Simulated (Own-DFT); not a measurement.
# Biaxial strain at fixed height in wurtzite GaN, 72 atoms (Ga36N36)

Source: density functional calculations with Own-DFT, an unreviewed in-house program that is no longer used. Nothing was measured or relaxed, and spin and spin-orbit coupling are left out.

All runs used: PBE; PseudoDojo norm-conserving scalar-relativistic files (stringent for Ga); cutoff 96 hartree; 4 x 4 x 3 k mesh centred on Gamma; Gaussian smearing of 0.01 eV.

Limits: forces not confirmed at this smearing and k mesh; stress not checked against mesh or cutoff.

Unstrained cell vectors in Å: (9.567, 0.000, 0.000); (-4.784, 8.285, 0.000); (0.000, 0.000, 10.370). The unstrained cell has measured lattice constants (interpolated for alloys), not those of this functional. That, the random moves and any unrelaxed bonds set the pressure at no strain. Each run strains x and y alike by e, as a substrate would, and holds the height along z. Each atom got a random Gaussian move of width 0.05 Å along each axis. Stress is positive in tension.

```
e (%)  u (Å)  (s_xx + s_yy)/2 (GPa)  s_zz (GPa)
-2.75  0.050                 -23.16      -11.89
-2.50  0.051                 -23.27      -10.32
-1.25  0.047                 -13.47       -8.77
-0.50  0.049                  -9.00       -9.52
 0.50  0.052                  -4.49       -7.02
 0.75  0.052                  -3.04       -6.31
 1.25  0.048                  -1.04       -4.28
 1.50  0.049                      ?           ?
 1.75  0.048                   1.41       -4.52
 2.00  0.053                   1.54       -3.17
```

## What the rows give

With e as a fraction, the in-plane stress is -6.6 + 510 e - 4464 e² GPa (errors 15 and 1016, scatter 0.64), and s_zz is -7.2 + 164 e GPa (slope ± 17, scatter 0.87). At e = 0 the first slope is C11 + C12 and the second 2 C13, both with the ions held to the strained lattice and at the cell's own pressure. The term in e² is negative: the layer stiffens under compression and softens under tension. A free layer would change its height as e changes, and the in-plane slope would drop by 2 C13²/C33 to the biaxial modulus. At fixed height, a misfit of 1 % moves the in-plane stress by about 5.1 GPa and s_zz by 1.6 GPa.

## Check

The question: what are the two stresses at e = 1.50 %?

The fitted form gives 0.0 and -4.7 GPa. DFT gave 0.73 and -5.37 GPa.
